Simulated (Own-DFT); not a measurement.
Simulation results for Si₃N₄ (beta silicon nitride, strained, atoms displaced)

A calculation, not a measurement: plane-wave PBE density functional theory by an unreviewed code, no spin, of a simulated periodic cell, stress positive in tension, free energy of the whole cell less one offset for each atom, forces on such cells moved up to 12 meV/angstrom on a denser k mesh; offsets are fitted by least squares, one for each functional and potential file, so energies compare only between cells with the same atoms and settings and are not formation energies; the far tail of each file's local potential was reset to the Coulomb form; each entry is a single point on an unrelaxed cell, so the pressure reflects the starting lattice, mostly measured values (interpolated for alloys), from which strain is counted, and rises with the displacements; printed positions are rounded, which can move forces by about a meV/angstrom; the program, named Own-DFT, is a retired in-house code; no spin-orbit coupling; before rounding, a Quantum ESPRESSO 7.3.1 run of the same cell and cutoff gave forces within 1 meV/angstrom rms on each cell, which checks the program and not the settings. Program: Own-DFT development build.

Common to all runs: functional PBE; potential files PseudoDojo norm-conserving, scalar-relativistic, standard set; wave cutoff 42 hartree; occupations Fermi-Dirac; smearing width 0.1 eV; k mesh 2 x 2 x 4 centred on Gamma.

(1) Si₃N₄ (beta silicon nitride, strained, atoms displaced)

```
CELL_PARAMETERS angstrom
15.18610 0.03040 0.19330
-7.56670 13.05830 -0.11820
0.07390 -0.00950 5.79950
ATOMIC_POSITIONS crystal
Si 0.08640 0.38312 0.12275
Si 0.11296 0.20434 0.13248
Si 0.30175 0.41780 0.10166
Si 0.41975 0.12062 0.38616
Si 0.38149 0.29396 0.36946
Si 0.20613 0.08840 0.37605
N 0.16846 0.01909 0.13870
N 0.48426 0.14651 0.12938
N 0.34988 0.33873 0.13688
N 0.32871 0.48447 0.38859
N 0.00921 0.34619 0.35993
N 0.14770 0.16297 0.37909
N 0.15841 0.33059 0.12150
N 0.32225 0.16452 0.37980
Si 0.08634 0.38954 0.61305
Si 0.11609 0.20489 0.63222
Si 0.29796 0.41580 0.61594
Si 0.41137 0.11297 0.86801
Si 0.39182 0.30089 0.86749
Si 0.20108 0.08667 0.87336
N 0.16480 0.01617 0.63896
N 0.48422 0.15289 0.61220
N 0.34382 0.32884 0.62826
N 0.33442 0.48092 0.87797
N 0.01719 0.35014 0.86379
N 0.15425 0.16574 0.87397
N 0.16451 0.33085 0.62631
N 0.32879 0.16794 0.87816
Si 0.08625 0.88672 0.11359
Si 0.12166 0.70662 0.10887
Si 0.29271 0.91325 0.12283
Si 0.40841 0.61322 0.39223
Si 0.38476 0.79652 0.39984
Si 0.19290 0.58571 0.37530
N 0.16570 0.51238 0.13276
N 0.48156 0.64870 0.11509
N 0.35317 0.83165 0.12615
N 0.33416 0.98050 0.37779
N 0.01653 0.84931 0.38933
N 0.14902 0.66803 0.37423
N 0.15926 0.82813 0.12741
N 0.33577 0.66561 0.37699
Si 0.08900 0.88293 0.62362
Si 0.11987 0.70838 0.63950
Si 0.29831 0.91390 0.62768
Si 0.40964 0.62012 0.89261
Si 0.38561 0.81222 0.88073
Si 0.20402 0.58715 0.87817
N 0.16254 0.51386 0.62854
N 0.48967 0.65479 0.62666
N 0.35877 0.83521 0.61291
N 0.32867 0.98104 0.87765
N 0.01478 0.85865 0.86691
N 0.15482 0.66633 0.89426
N 0.16711 0.83654 0.63088
N 0.33703 0.66871 0.88520
Si 0.58389 0.38547 0.12358
Si 0.62308 0.20903 0.11999
Si 0.80048 0.40921 0.12284
Si 0.91187 0.11815 0.36717
Si 0.88445 0.29873 0.38475
Si 0.69993 0.08575 0.38380
N 0.67375 0.02173 0.13516
N 0.98707 0.15234 0.13870
N 0.85127 0.33726 0.12313
N 0.82554 0.48116 0.37738
N 0.51822 0.35409 0.37115
N 0.64990 0.16388 0.37785
N 0.66817 0.33494 0.12796
N 0.83902 0.17005 0.36283
Si 0.58550 0.38482 0.62678
Si 0.61154 0.19864 0.62672
Si 0.79533 0.41058 0.60552
Si 0.90709 0.10640 0.86005
Si 0.88754 0.30145 0.87957
Si 0.70270 0.09143 0.87674
N 0.65838 0.01158 0.63045
N 0.99070 0.15667 0.62773
N 0.84819 0.33153 0.62516
N 0.83230 0.47860 0.86154
N 0.51591 0.35059 0.86822
N 0.65297 0.16641 0.88158
N 0.67299 0.34315 0.63302
N 0.83932 0.17543 0.86504
Si 0.58497 0.88041 0.11735
Si 0.61563 0.70582 0.13217
Si 0.79698 0.91601 0.13377
Si 0.91421 0.61580 0.38479
Si 0.87884 0.79534 0.36173
Si 0.70378 0.59271 0.37050
N 0.65342 0.50327 0.13304
N 0.98130 0.65153 0.13134
N 0.84787 0.83264 0.12417
N 0.83325 0.98517 0.36148
N 0.51173 0.84084 0.37060
N 0.65102 0.66944 0.36887
N 0.66692 0.83724 0.12090
N 0.83799 0.67133 0.36523
Si 0.58594 0.88316 0.62133
Si 0.61434 0.69560 0.64089
Si 0.79758 0.90897 0.63017
Si 0.91235 0.61912 0.87632
Si 0.88408 0.80286 0.86461
Si 0.70136 0.58552 0.88467
N 0.66582 0.51619 0.61574
N 0.98472 0.65005 0.63383
N 0.85297 0.83217 0.61555
N 0.83021 0.97914 0.88807
N 0.51692 0.84870 0.87857
N 0.65388 0.67026 0.88612
N 0.67637 0.83651 0.64358
N 0.82820 0.66699 0.87631
```

* free energy of cell above offsets: -4.136 eV
* pressure: 12.41 GPa
* stress xx: -10.78 GPa
* stress yy: -12.63 GPa
* stress zz: -13.8 GPa
* stress yz: -0.75 GPa
* stress xz: 4.98 GPa
* stress xy: 1.4 GPa

Force:
```tsv
element	x (eV/Å)	y (eV/Å)	z (eV/Å)
Si	-1.245	-0.674	-1.671
Si	2.489	-1.259	-0.38
Si	-2.25	-4.685	7.614
Si	-5.218	-2.563	-5.243
Si	-0.525	1.328	1.291
Si	-5.68	-2.217	2.296
N	0.169	-2.719	-3.091
N	0.705	0.546	-1.885
N	1.641	-0.377	-2.261
N	0.565	1.381	-4.201
N	1.729	2.076	2.013
N	0.023	0.224	-0.429
N	3.858	2.012	0.002
N	8.455	2.914	0.065
Si	1.201	-4.344	-0.029
Si	2.154	-0.975	-0.3
Si	-0.453	-4.175	2.851
Si	-1.956	1.614	2.502
Si	-4.624	-1.436	1.07
Si	-0.132	0.814	2.082
N	0.77	-1.624	-2.873
N	1.691	0.254	4.988
N	0.787	1.285	-0.337
N	-0.225	5.072	-5.033
N	-1.018	0.74	1.262
N	-2.619	1.064	1.013
N	-0.503	3.401	-0.435
N	4.012	-0.146	-0.123
Si	-1.124	0.142	2.73
Si	-4.607	-1.571	6.643
Si	0.717	-1.933	2.143
Si	2.015	0.886	-1.466
Si	4.654	-4.582	-10.56
Si	3.683	0.552	0.459
N	-0.575	1.335	-1.228
N	2.153	0.521	4.146
N	-4.452	2.667	4.369
N	0.131	2.066	0.006
N	-1.074	-0.2	-3.272
N	-0.538	0.618	0.571
N	1.319	3.552	-0.627
N	-3.975	0.127	0.592
Si	-2.435	2.334	-0.423
Si	-0.881	-1.949	-1.502
Si	-0.262	-0.996	-1.285
Si	2.633	-1.783	-3.207
Si	5.482	-4.452	-2.391
Si	2.154	-0.607	0.735
N	-0.344	2.989	-0.435
N	-1.783	-1.443	0.932
N	-7.187	4.706	8.944
N	1.089	1.334	-0.853
N	0.372	-0.786	1.38
N	1.064	-0.527	-6.067
N	2.842	-1.049	0.396
N	-4.674	1.47	-0.871
Si	1.975	-4.965	-0.557
Si	-1.729	-1.029	2.428
Si	-3.547	2.867	-1.389
Si	1.865	-0.364	2.185
Si	-0.074	-1.42	-2.383
Si	2.481	1.215	-0.167
N	-1.085	-2.74	-2.229
N	-1.236	-1.353	-3.837
N	1.803	-1.489	1.879
N	1.309	2.998	-2.728
N	-2.332	-2.463	1.708
N	-1.12	0.763	-0.281
N	-0.719	0.018	-0.164
N	-3.79	-1.047	0.884
Si	2.068	1.393	-2.448
Si	1.942	3.586	0.251
Si	1.878	0.289	3.865
Si	0.819	4.266	2.281
Si	0.993	0.399	-1.612
Si	3.57	-1.266	0.718
N	0.14	2.087	0.128
N	-3.227	-2.822	-0.616
N	-1.168	1.036	0.963
N	0.422	2.584	1.638
N	0.731	-0.03	1.505
N	-2.299	0.636	-2.428
N	-3.28	-5.82	-0.163
N	-0.592	-4.423	0.047
Si	0.28	2.304	1.73
Si	-1.725	0.335	-0.79
Si	-0.108	-3.244	-1.121
Si	-0.92	-0.484	-0.731
Si	3.488	1.344	0.869
Si	1.346	-1.924	0.187
N	0.858	9.139	-1.037
N	2.268	0.349	-1.47
N	-1.38	1.365	-0.977
N	0.43	1.403	5.233
N	1.182	1.615	0.843
N	0.472	-0.498	1.461
N	0.89	-1.287	0.726
N	-1.104	-3.096	0.34
Si	2.087	-1.822	-0.014
Si	-0.248	3.024	-1.56
Si	1.437	1.987	-1.37
Si	-1.165	-2.538	1.657
Si	1.121	-2.027	1.259
Si	-0.319	-1.13	-1.102
N	-0.799	1.18	1.472
N	1.618	0.897	-0.586
N	-2.447	1.674	0.489
N	0.709	1.487	-3.051
N	-2.042	0.058	-1.503
N	0.99	-1.541	-0.016
N	-4.579	-3.159	-0.959
N	1.667	0.731	-0.071
```

(2) Si₃N₄ (beta silicon nitride, strained, atoms displaced)

```
CELL_PARAMETERS angstrom
14.96440 -0.09950 0.21730
-7.56840 13.31390 -0.04360
0.08310 0.02870 5.73410
ATOMIC_POSITIONS crystal
Si 0.08682 0.38296 0.12191
Si 0.12151 0.20376 0.12214
Si 0.29891 0.42040 0.12141
Si 0.41018 0.11841 0.37307
Si 0.38405 0.30105 0.37714
Si 0.20217 0.08663 0.38969
N 0.15968 0.01322 0.12237
N 0.47820 0.14760 0.12731
N 0.34799 0.33101 0.11761
N 0.32840 0.48275 0.37401
N 0.01605 0.34466 0.36896
N 0.15189 0.17098 0.36824
N 0.16818 0.33883 0.11376
N 0.34170 0.17544 0.37169
Si 0.08349 0.38414 0.61630
Si 0.10673 0.20094 0.61770
Si 0.29588 0.41463 0.63426
Si 0.40983 0.11438 0.88028
Si 0.38751 0.29841 0.86451
Si 0.20302 0.08719 0.87940
N 0.16308 0.01983 0.63130
N 0.49273 0.15173 0.63060
N 0.34343 0.33338 0.63203
N 0.33358 0.48940 0.88552
N 0.01632 0.34887 0.86634
N 0.14772 0.16079 0.88705
N 0.16694 0.32896 0.63992
N 0.33642 0.16519 0.87456
Si 0.07780 0.88338 0.13420
Si 0.11267 0.70542 0.12509
Si 0.29812 0.91608 0.11998
Si 0.41635 0.61941 0.36446
Si 0.38101 0.78992 0.37728
Si 0.20032 0.58512 0.36377
N 0.16452 0.51249 0.11280
N 0.48161 0.65023 0.12928
N 0.35145 0.83255 0.11997
N 0.32734 0.98015 0.37846
N 0.02094 0.85082 0.37081
N 0.15653 0.66993 0.37075
N 0.16618 0.83046 0.13512
N 0.33364 0.67040 0.36167
Si 0.08508 0.88660 0.60115
Si 0.11261 0.69643 0.62228
Si 0.29674 0.90815 0.61900
Si 0.41495 0.61043 0.87922
Si 0.38830 0.80029 0.88307
Si 0.19879 0.59011 0.87662
N 0.16442 0.51345 0.62368
N 0.48982 0.64893 0.63803
N 0.34697 0.83384 0.63186
N 0.33677 0.98484 0.88029
N 0.01400 0.84155 0.89070
N 0.14856 0.66547 0.89033
N 0.17135 0.83180 0.62317
N 0.33014 0.66712 0.88370
Si 0.58242 0.38828 0.11412
Si 0.61574 0.20190 0.11838
Si 0.79110 0.41024 0.12438
Si 0.91427 0.11461 0.38026
Si 0.88275 0.29594 0.36811
Si 0.70484 0.09050 0.36801
N 0.67107 0.01525 0.13611
N 0.98596 0.14586 0.12136
N 0.84966 0.32794 0.12544
N 0.83712 0.48704 0.36426
N 0.51747 0.35379 0.37025
N 0.64636 0.16439 0.37078
N 0.66685 0.33423 0.12692
N 0.83361 0.16135 0.36593
Si 0.58570 0.38384 0.60705
Si 0.61005 0.19426 0.62156
Si 0.80205 0.41698 0.64411
Si 0.91372 0.11337 0.87510
Si 0.88371 0.29449 0.86647
Si 0.69878 0.08821 0.86912
N 0.66661 0.01639 0.63219
N 0.98291 0.15353 0.64022
N 0.84538 0.33396 0.63525
N 0.83247 0.47992 0.86448
N 0.52277 0.35539 0.88675
N 0.65024 0.16481 0.87185
N 0.67954 0.33811 0.61191
N 0.82960 0.16225 0.86488
Si 0.58553 0.88662 0.12970
Si 0.60771 0.69700 0.11221
Si 0.79425 0.91333 0.11833
Si 0.91699 0.61856 0.36457
Si 0.88171 0.79567 0.37975
Si 0.70393 0.58988 0.37313
N 0.66040 0.51654 0.13533
N 0.98381 0.65229 0.12505
N 0.85590 0.84068 0.12022
N 0.83032 0.98151 0.38459
N 0.51127 0.84489 0.39199
N 0.65169 0.66363 0.38294
N 0.66233 0.83124 0.12599
N 0.83036 0.66877 0.38350
Si 0.58934 0.88800 0.62952
Si 0.60872 0.70173 0.62577
Si 0.79753 0.91007 0.63635
Si 0.91374 0.61740 0.86177
Si 0.88539 0.79748 0.85282
Si 0.69709 0.58108 0.86737
N 0.66874 0.51482 0.63196
N 0.98258 0.65374 0.62922
N 0.85622 0.83461 0.62465
N 0.83700 0.98741 0.86930
N 0.51455 0.84936 0.86938
N 0.65303 0.66303 0.88237
N 0.67399 0.83815 0.62337
N 0.82711 0.66623 0.87524
```

* free energy of cell above offsets: -3.625 eV
* pressure: 15.85 GPa
* stress xx: -17.4 GPa
* stress yy: -7.6 GPa
* stress zz: -22.56 GPa
* stress yz: 0.7 GPa
* stress xz: 5.58 GPa
* stress xy: -4.98 GPa

Force:
```tsv
element	x (eV/Å)	y (eV/Å)	z (eV/Å)
Si	-0.189	0.519	-2.081
Si	-2.892	2.381	0.048
Si	0.348	-4.474	1.781
Si	1.885	-2.353	2.47
Si	-0.378	-0.003	-1.133
Si	-0.059	2.319	-4.031
N	0.423	0.437	2.22
N	3.057	1.299	-1.151
N	-1.111	1.753	0.818
N	1.204	2.869	1.47
N	-1.571	-0.272	0.846
N	1.598	-1.655	2.294
N	1.85	-2.158	0.585
N	-3.252	-1.787	0.812
Si	2.834	0.024	0.373
Si	4.527	1.492	2.032
Si	-1.119	-0.71	-0.562
Si	2.384	-1.026	-0.833
Si	-0.019	-1.153	1.791
Si	-0.168	0.668	0.715
N	-0.169	-2.79	0.013
N	-7.986	-3.034	-0.69
N	1.793	0.29	-0.55
N	0.781	-1.024	-2.875
N	-1.263	-0.483	1.648
N	0.378	0.13	-4.263
N	-1.898	1.444	-0.973
N	-2.54	1.746	-0.601
Si	6.493	1.978	-6.299
Si	1.497	1.068	1.213
Si	0.195	-3.189	1.749
Si	-3.778	-2.109	5.662
Si	-2.322	4.061	0.377
Si	0.633	-0.118	0.537
N	-0.566	0.152	1.568
N	1.614	0.232	-3.303
N	-1.758	1.86	3.312
N	0.48	3.758	-0.668
N	-6.27	-3.399	3.612
N	-0.895	-1.191	-0.223
N	-1.491	2.106	-0.545
N	1.578	-4.72	0.691
Si	4.684	-0.113	7.104
Si	0.837	3.178	1.368
Si	-0.226	1.355	1.915
Si	-4.336	3.172	-0.073
Si	-1.682	-2.651	-2.797
Si	2.033	-0.966	-1.111
N	-0.471	0.957	-0.662
N	-5.96	-2.755	-2.491
N	2.512	-1.328	-0.361
N	-0.144	0.836	-2.611
N	-0.473	0.612	-4.396
N	-0.969	-0.366	-3.18
N	-4.09	-1.362	-0.023
N	2.362	-0.091	-0.805
Si	5.717	1.531	4.713
Si	-1.78	1.524	1.028
Si	3.026	0.785	0.755
Si	-0.379	-1.546	-0.598
Si	0.273	-1.431	2.271
Si	-0.239	-0.82	1.86
N	-1.362	-0.832	-2.395
N	0.214	0.569	0.898
N	-2.528	1.82	-0.998
N	0.612	0.624	1.421
N	-2.414	-1.071	0.514
N	1.825	-1.2	-1.282
N	-2.772	-1.994	-0.563
N	-0.614	2.912	0.407
Si	4.803	0.852	2.839
Si	5.107	6.156	0.432
Si	0.012	-2.747	-8.252
Si	-2.93	0.217	3.295
Si	0.281	-1.254	0.835
Si	2.404	-0.967	1.762
N	-0.877	-0.309	-1.964
N	0.001	-0.376	-4.341
N	2.576	-0.908	-2.094
N	0.596	6.42	6.764
N	-4.378	-2.663	-7.284
N	-0.865	0.08	-0.135
N	-5.375	-3.52	0.111
N	0.863	1.305	0.296
Si	0.379	-0.582	0.162
Si	3.892	2.89	3.057
Si	1.016	-0.315	2.042
Si	-3.595	-2.105	2.871
Si	0.263	-0.164	-4.016
Si	0.104	-1.368	1.209
N	0.251	-0.688	-1.658
N	0.407	0.248	-3.196
N	-0.347	-0.252	0.19
N	0.947	1.18	-0.937
N	1.307	0.792	-1.361
N	-3.261	1.483	-1.365
N	0.026	-0.961	-0.447
N	3.135	0.26	-0.482
Si	1.467	-0.026	-1.258
Si	8.169	3.734	0.186
Si	1.625	1.828	-1.74
Si	-3.833	-1.637	4.689
Si	1.134	-2.279	6.517
Si	1.13	1.779	2.797
N	-0.883	-1.852	-3.18
N	2.342	0.582	-4.253
N	-3.272	2.647	-1.147
N	0.163	-1.396	0.877
N	1.681	0.815	2.453
N	-2.832	0.96	-2.24
N	-3.411	-3.737	0.382
N	2.267	-0.409	-0.178
```
